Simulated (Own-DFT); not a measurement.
# Shaking the atoms of 3C SiC, 64 atoms (C32Si32)

These are calculations, not measurements. The program, named Own-DFT, is a retired in-house plane-wave density functional code that no person has reviewed. Each row is one single-point run on a periodic cell that was not relaxed, without spin or spin-orbit coupling.

Settings of every run: PBE; PseudoDojo norm-conserving scalar-relativistic files; cutoff 42 hartree; 4 x 4 x 4 k mesh centred on Gamma; Fermi-Dirac smearing of 0.1 eV.

Known limits, some of them of some rows only: some atoms lie very close together; forces on such cells passed a denser k mesh, each cell not checked; stress not checked against mesh or cutoff.

Cell vectors in Å: (8.719, 0.000, 0.000); (0.000, 8.719, 0.000); (0.000, 0.000, 8.719). In each run every atom was moved at random and independently from its ideal site; u is the rms move along one axis. E is the free energy for each atom above the fitted value at u = 0, and F the rms of the force components.

| run | u (Å) | E (meV/atom) | F (eV/Å) | largest force (eV/Å) | P (GPa) |
|---|---|---|---|---|---|
| 1 | 0.0280 | 30.2 | 0.770 | 2.83 | 3.63 |
| 2 | 0.0302 | 33.9 | 0.793 | 2.72 | 3.72 |
| 3 | 0.0303 | 37.4 | 0.882 | 2.72 | 3.88 |
| 4 | 0.0592 | ? | ? | ? | ? |
| 5 | 0.0624 | 137.3 | 1.781 | 7.96 | 6.50 |
| 6 | 0.0903 | 298.8 | 2.859 | 10.96 | 9.98 |
| 7 | 0.0950 | 369.5 | 3.462 | 18.08 | 11.71 |
| 8 | 0.1034 | 425.5 | 3.671 | 17.68 | 13.08 |
| 9 | 0.1468 | 858.9 | 6.037 | 35.79 | 24.32 |

## Worked fit

For small independent moves the energy grows as E = (3/2) K u², with K the mean stiffness felt by one atom. The runs with u up to 0.11 Å give K = 25.6 ± 0.8 eV/Å², with residuals divided by u² + 0.0006 Å², since the noise grows with the moves. The scatter is 6.2 meV/atom at u = 0.05 Å. The forces follow F = G u with G = 30.9 eV/Å²; no force at u = 0 is resolved. G exceeds K because the moves of its neighbours add to the force on an atom, and stiffness differs between atoms. At u = 0.147 Å the parabola gives 828 meV/atom and the run 859. The pressure follows P = 2.88 + 940 u² GPa: at fixed volume, shortened bonds push harder than stretched ones pull.

## Withheld run

Question: what energy and rms force should run 4 give?

The fit gives 135 ± 9 meV/atom and about 1.83 eV/Å. The calculation gave 136.9 meV/atom and 1.735 eV/Å.
